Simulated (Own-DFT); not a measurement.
# Strain and stress in 2H SiC, 32 atoms (C16Si16)

All numbers below are calculated, not measured. They come from Own-DFT, an in-house plane-wave density functional program, since retired, whose code no person has reviewed. Each row is one single-point run on a periodic cell that was not relaxed, without spin or spin-orbit coupling.

Settings of every run: PBE; PseudoDojo norm-conserving scalar-relativistic files; cutoff 42 hartree; 5 x 5 x 3 k mesh centred on Gamma; Fermi-Dirac smearing of 0.1 eV.

Known limits: forces on such cells passed a denser k mesh, each cell not checked; stress not checked against mesh or cutoff.

Unstrained cell vectors in Å: (6.165, 0.000, 0.000); (-3.083, 5.339, 0.000); (0.000, 0.000, 10.068). The unstrained cell has measured lattice constants (interpolated for alloys), not those of this functional. That, the random moves and any unrelaxed bonds set the pressure at no strain. Each run strains this cell uniformly, with the atoms carried along. Every atom was also moved at random, by a Gaussian of width 0.05 Å on each axis. Strain is the symmetric tensor, in per cent. Stress is positive in tension, and the pressure is minus a third of its trace.

| run | e_xx (%) | e_yy (%) | e_zz (%) | e_yz (%) | e_xz (%) | e_xy (%) | s_xx (GPa) | s_yy (GPa) | s_zz (GPa) | s_yz (GPa) | s_xz (GPa) | s_xy (GPa) | P (GPa) | E (meV/atom) |
|---|---|---|---|---|---|---|---|---|---|---|---|---|---|---|
| 1 | 0.33 | 0.75 | 1.73 | 1.40 | 0.55 | -0.99 | -0.09 | 0.56 | 2.52 | 3.50 | 0.70 | -4.24 | -1.00 | 2.8 |
| 2 | 1.65 | 1.09 | -0.21 | 1.50 | -1.23 | -0.22 | 5.30 | 0.91 | -6.76 | 4.40 | -3.49 | -2.10 | 0.18 | 29.2 |
| 3 | -0.56 | -0.89 | 1.09 | -1.24 | 0.56 | -1.37 | -7.97 | -10.91 | -1.29 | -5.65 | 0.50 | -7.89 | 6.72 | 30.4 |
| 4 | 1.19 | -0.77 | -1.11 | -0.40 | -0.60 | -1.31 | -0.53 | -6.96 | -16.55 | -1.13 | -3.53 | -7.43 | 8.01 | 44.5 |
| 5 | 0.27 | -0.02 | -1.99 | 1.30 | -1.13 | 1.45 | -1.41 | -6.05 | -24.01 | 2.75 | -4.57 | 6.15 | 10.49 | 61.7 |
| 6 | 1.04 | -0.45 | 1.86 | -0.89 | -0.03 | 1.14 | -0.24 | -4.03 | 3.86 | -3.39 | 0.34 | 5.04 | 0.14 | 13.5 |
| 7 | -1.56 | 1.64 | -0.47 | -1.78 | 1.98 | -0.78 | -11.98 | 1.78 | -10.63 | -3.62 | 5.47 | -4.37 | 6.94 | 55.5 |
| 8 | 0.03 | 0.69 | 1.72 | -0.78 | 1.56 | 1.01 | -3.64 | 3.05 | 1.58 | -1.12 | 5.47 | 2.70 | -0.33 | 11.8 |
| 9 | 1.06 | 0.60 | -0.46 | -1.52 | -1.37 | 1.69 | 1.52 | -3.13 | -7.93 | -6.01 | -4.73 | 9.13 | 3.18 | 34.8 |
| 10 | 0.90 | -1.72 | -0.71 | 1.25 | 0.96 | 1.29 | -1.63 | -18.40 | -11.80 | 5.36 | 3.55 | 5.42 | 10.61 | 72.5 |
| 11 | 1.30 | -0.95 | 0.56 | 1.35 | 1.99 | -1.15 | 2.86 | -7.69 | -3.80 | 3.25 | 5.74 | -5.46 | 2.88 | 6.8 |
| 12 | -1.47 | 1.37 | 1.64 | -0.25 | 0.05 | 1.55 | -10.66 | 3.50 | 2.78 | -0.48 | -0.14 | 7.14 | 1.46 | 5.8 |
| 13 | -1.43 | -0.83 | 1.90 | 1.56 | 1.13 | -1.94 | -13.62 | -8.85 | 2.73 | 4.95 | 5.09 | -10.42 | 6.58 | 32.4 |
| 14 | 1.29 | -0.10 | 1.98 | -1.24 | -1.45 | 1.84 | 4.91 | -3.04 | 3.46 | -3.12 | -4.42 | 7.68 | -1.78 | 0.0 |
| 15 | -0.67 | 0.38 | -1.63 | -0.02 | 0.85 | 1.75 | -8.20 | -3.86 | -19.87 | 1.12 | 4.32 | 7.49 | 10.64 | 48.8 |
| 16 | -0.71 | 1.35 | 0.00 | -1.74 | -1.64 | 1.29 | -6.70 | -0.58 | -7.48 | -5.91 | -4.44 | 7.16 | 4.92 | 48.1 |
| 17 | -1.12 | -0.47 | -0.83 | 0.89 | 0.71 | -0.15 | -8.37 | -7.40 | -17.78 | 3.71 | 0.76 | -2.18 | 11.19 | 39.2 |
| 18 | -1.03 | -0.16 | -0.60 | 0.33 | 0.38 | 1.71 | ? | ? | ? | ? | ? | ? | ? | ? |

E is the free energy for each atom above the lowest run shown.

## Worked fit

Each stress component was fitted by least squares to a constant and the strains of the runs shown, as fractions, with shears doubled. Shear strains stay in the fit of a normal stress only where such slopes are resolved. The slopes, in GPa:

```
stress,at no strain,per e_xx,per e_yy,per e_zz,scatter
s_xx,-4.2,539 ± 32,96 ± 37,12 ± 25,1.37
s_yy,-5.1,63 ± 46,546 ± 52,99 ± 36,1.94
s_zz,-8.6,83 ± 40,81 ± 45,660 ± 31,1.69
```

Each shear stress against twice its own strain: yz 154 ± 12, xz 163 ± 14, xy 239 ± 11 GPa. These are stiffnesses along x, y and z of the frame in which the cell vectors are given, which need not be the crystal's axes. The atoms are held to the strained lattice; where symmetry lets them move under strain, relaxing them would lower some slopes. The table should be nearly symmetric about its diagonal, and what it lacks of that shows the noise. A ninth of its sum, 242 ± 7 GPa, estimates the bulk modulus near the mean pressure of these runs, 4.8 GPa, so it lies above the value at zero pressure.

## Withheld run

Question: what normal stresses and pressure should run 18 give?

The fit gives s_xx = -10.0, s_yy = -7.2, s_zz = -13.6 and P = 10.3 GPa. The calculation gave -11.60, -6.88, -13.18 and P = 10.55 GPa.
